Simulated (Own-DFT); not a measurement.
# Response to strain: wurtzite AlN, 128 atoms (Al64N64)

The numbers are computed, not measured, by runs of the plane-wave DFT program Own-DFT (in-house, retired, unreviewed) at fixed positions, with no spin and no spin-orbit coupling.

Method: PBE; PseudoDojo norm-conserving scalar-relativistic files; cutoff 42 hartree; 3 x 3 x 3 k mesh centred on Gamma; Gaussian smearing of 0.01 eV.

Keep in mind: k mesh not checked against a denser one; stress not checked against mesh or cutoff.

Unstrained cell vectors in Å: (12.448, 0.000, 0.000); (-6.224, 10.780, 0.000); (0.000, 0.000, 9.964). The unstrained cell has measured lattice constants (interpolated for alloys), not those of this functional. That, the random moves and any unrelaxed bonds set the pressure at no strain. The cell is deformed uniformly in each run, and the atoms keep their fractional places. Each coordinate of each atom was shifted by a normal deviate of width 0.05 Å. Stress is counted positive in tension, P = -(s_xx + s_yy + s_zz)/3, and strain components are those of the symmetric tensor.

```
run  e_xx (%)  e_yy (%)  e_zz (%)  e_yz (%)  e_xz (%)  e_xy (%)  s_xx (GPa)  s_yy (GPa)  s_zz (GPa)  s_yz (GPa)  s_xz (GPa)  s_xy (GPa)  P (GPa)  E (meV/atom)
  1      0.03      0.14     -0.85     -1.71     -1.56     -0.73       -5.97       -6.79      -10.01       -3.98       -4.63       -3.10     7.59          31.4
  2      0.98      0.65      1.37     -0.87      0.54     -1.56       -0.10       -0.08        1.26       -1.86        1.04       -6.45    -0.36           0.0
  3      0.31     -1.07      1.11      1.30      0.09      0.89       -4.59       -9.99       -1.52        3.30       -0.05        3.69     5.37          19.6
  4      1.93     -0.50     -0.62     -0.47      1.31      0.40        1.80       -5.90       -8.52       -1.16        3.39        0.86     4.21          17.2
  5     -1.34      0.70     -1.16      1.88      1.25     -0.89      -13.22       -3.75      -12.36        4.95        3.01       -3.14     9.77          34.4
  6     -0.68     -0.12      0.06      0.22      0.51     -0.69       -7.74       -6.23       -6.50        0.61        1.64       -1.89     6.83           0.4
  7     -0.15      0.40      1.20     -1.89      0.75      1.32       -5.95       -3.43        0.34       -4.13        2.09        4.36     3.01          17.2
  8     -1.95     -1.99     -0.29      0.25      0.85      0.38      -19.20      -19.49       -9.11        0.09        2.75        2.59    15.93          45.7
  9      0.73      1.68      1.57     -1.55      0.61     -1.37       -0.45        3.19        3.75       -3.58        1.40       -4.04    -2.17           7.8
 10     -0.21     -0.91      0.99     -0.72     -0.26      1.22       -8.72       -8.50       -2.80       -1.50       -0.29        4.78     6.67          23.6
 11      1.01      1.29      0.00      1.75      1.80     -0.96       -0.32        0.32       -3.19        3.95        4.61       -3.32     1.07          17.5
 12      1.71      1.67     -0.87      0.20      0.60     -0.52        2.28        3.73       -7.59        0.71        1.33       -2.15     0.52           6.7
 13      0.09      0.22      0.22      1.31     -0.63     -1.69       -4.34       -5.85       -3.42        3.40       -1.79       -5.11     4.54           7.0
 14     -1.83      1.67     -1.46      0.42      0.68      1.27      -15.61       -1.71      -11.43        0.93        2.02        4.24     9.58          30.6
 15     -0.86      1.91     -1.09     -1.76     -1.38      0.75       -9.08        0.65      -10.07       -4.91       -3.26        2.86     6.17          35.1
 16     -1.11      0.27      0.93      0.61     -0.33      1.71           ?           ?           ?           ?           ?           ?        ?             ?
```

The last column gives the free energy per atom over the lowest of the runs shown.

## Working it out

Regress every stress component on the fractional strains (shears doubled) of the visible runs, with a constant. Shear strains stay in the fit of a normal stress only where such slopes are resolved. The slopes, in GPa:

```
stress  at no strain  per e_xx  per e_yy  per e_zz  scatter
  s_xx          -6.4  490 ± 25   99 ± 24   74 ± 29     0.99
  s_yy          -6.0  132 ± 26  467 ± 26   71 ± 30     1.04
  s_zz          -5.8   45 ± 18   95 ± 18  476 ± 21     0.73
```

The slope of each shear stress on twice its own strain, from a fit on all six strains: yz 122 ± 5, xz 135 ± 5, xy 174 ± 9 GPa. These are stiffnesses along x, y and z of the frame in which the cell vectors are given, with the crystal's c axis along z: C11, C12, C13 and C33. Hexagonal symmetry asks that xx and yy behave alike, which is a second check on the noise. No internal relaxation is included, and where it is allowed it would reduce some of the slopes. The table should be nearly symmetric about its diagonal, and what it lacks of that shows the noise. A ninth of the table's sum, 217 ± 5 GPa, estimates the bulk modulus near the mean pressure of these runs, 5.2 GPa, so it lies above the value at zero pressure.

## Check

The question: what normal stresses and pressure should run 16 give?

The fitted form gives s_xx = -10.9, s_yy = -5.5, s_zz = -1.6 and P = 6.0 GPa. The hidden result is -10.04, -5.85, -1.70 and P = 5.86 GPa.
